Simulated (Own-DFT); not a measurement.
# Response to strain: hcp Ru, 36 atoms (Ru36)

These are calculations, not measurements. The program, named Own-DFT, is a retired in-house plane-wave density functional code that no person has reviewed. Each row is one single-point run on a periodic cell that was not relaxed, without spin or spin-orbit coupling.

Settings of every run: PBE; PseudoDojo norm-conserving scalar-relativistic files; cutoff 50 hartree; 5 x 5 x 4 k mesh centred on Gamma; cold (Marzari-Vanderbilt) smearing of 0.2 eV.

Known limits: forces on such cells failed a check on a denser k mesh; stress not checked against mesh or cutoff.

Unstrained cell vectors in Å: (8.118, 0.000, 0.000); (-4.059, 7.030, 0.000); (0.000, 0.000, 8.563). The unstrained cell has measured lattice constants (interpolated for alloys), not those of this functional. That, the random moves and any unrelaxed bonds set the pressure at no strain. Each run strains this cell uniformly, with the atoms carried along. Every atom was also moved at random, by a Gaussian of width 0.05 Å on each axis. Strain is the symmetric tensor, in per cent. Stress is positive in tension, and the pressure is minus a third of its trace.

```
run,e_xx (%),e_yy (%),e_zz (%),e_yz (%),e_xz (%),e_xy (%),s_xx (GPa),s_yy (GPa),s_zz (GPa),s_yz (GPa),s_xz (GPa),s_xy (GPa),P (GPa),E (meV/atom)
1,1.19,-0.99,1.50,-0.42,-1.27,-0.82,0.90,-8.48,1.85,-1.64,-3.98,-2.72,1.91,0.0
2,1.31,-0.80,0.88,1.28,1.50,0.07,-0.12,-8.19,-2.21,4.70,4.98,0.78,3.50,9.8
3,1.55,-1.85,-0.65,-1.08,1.39,1.41,-5.21,-18.54,-14.01,-4.84,5.53,6.62,12.59,52.2
4,-0.12,-0.61,1.97,-1.26,1.17,-1.53,-6.41,-9.48,2.75,-4.14,3.78,-6.13,4.38,27.9
5,-0.83,-0.29,-1.67,-0.53,-0.53,1.87,-17.63,-16.49,-22.59,-1.90,-2.26,8.41,18.90,53.2
6,-1.27,1.18,1.53,1.73,0.31,0.07,-10.95,-0.99,1.31,5.92,0.93,0.36,3.54,20.0
7,1.22,0.02,1.24,0.80,-0.30,-1.90,2.04,-4.48,1.75,2.67,-0.96,-7.58,0.23,12.7
8,-1.04,-0.51,-1.18,-0.32,-0.71,-1.75,-18.28,-16.07,-19.68,-1.37,-2.84,-8.58,18.01,39.2
9,1.91,0.17,0.18,1.72,1.52,1.63,4.19,-3.49,-3.34,6.33,4.92,6.03,0.88,10.7
10,0.89,-1.91,-1.80,-0.99,-1.24,-0.59,-9.73,-23.11,-23.71,-4.61,-5.11,-2.36,18.85,51.7
11,-0.49,-1.73,0.98,-1.16,-1.89,0.87,-13.67,-18.49,-6.41,-3.59,-6.54,4.09,12.86,43.5
12,1.09,1.26,0.31,1.30,1.43,1.47,1.68,1.23,-1.68,4.46,4.80,5.11,-0.41,8.8
13,1.60,1.97,-1.87,-1.96,-1.77,-1.03,-0.14,1.18,-14.44,-7.74,-7.09,-4.13,4.47,49.3
14,1.85,0.31,1.53,-0.22,-1.42,-0.75,5.89,0.03,4.90,-0.91,-4.86,-3.10,-3.61,9.1
15,0.83,-0.37,1.02,-0.34,1.13,-1.71,-1.82,-6.71,-0.04,-1.65,3.91,-6.91,2.86,4.6
16,0.40,1.52,-0.16,0.89,-0.78,1.60,?,?,?,?,?,?,?,?
```

E is the free energy for each atom above the lowest run shown.

## Worked fit

Each stress component was fitted by least squares to a constant and the strains of the runs shown, as fractions, with shears doubled. Shear strains stay in the fit of a normal stress only where such slopes are resolved. The slopes, in GPa:

| stress | at no strain | per e_xx | per e_yy | per e_zz | scatter |
|---|---|---|---|---|---|
| s_xx | -8.6 | 610 ± 19 | 187 ± 18 | 218 ± 15 | 0.76 |
| s_yy | -9.1 | 204 ± 16 | 592 ± 15 | 229 ± 13 | 0.66 |
| s_zz | -8.8 | 190 ± 12 | 205 ± 12 | 679 ± 10 | 0.50 |

Each shear stress against twice its own strain: yz 179 ± 7, xz 175 ± 5, xy 214 ± 7 GPa. These are stiffnesses along x, y and z of the frame in which the cell vectors are given, which need not be the crystal's axes. The atoms are held to the strained lattice; where symmetry lets them move under strain, relaxing them would lower some slopes. The table should be nearly symmetric about its diagonal, and what it lacks of that shows the noise. A ninth of its sum, 346 ± 8 GPa, estimates the bulk modulus near the mean pressure of these runs, 6.6 GPa, so it lies above the value at zero pressure.

## Withheld run

Question: what normal stresses and pressure should run 16 give?

The fit gives s_xx = -3.7, s_yy = 0.4, s_zz = -6.0 and P = 3.1 GPa. The calculation gave -3.60, 0.64, -5.45 and P = 2.80 GPa.
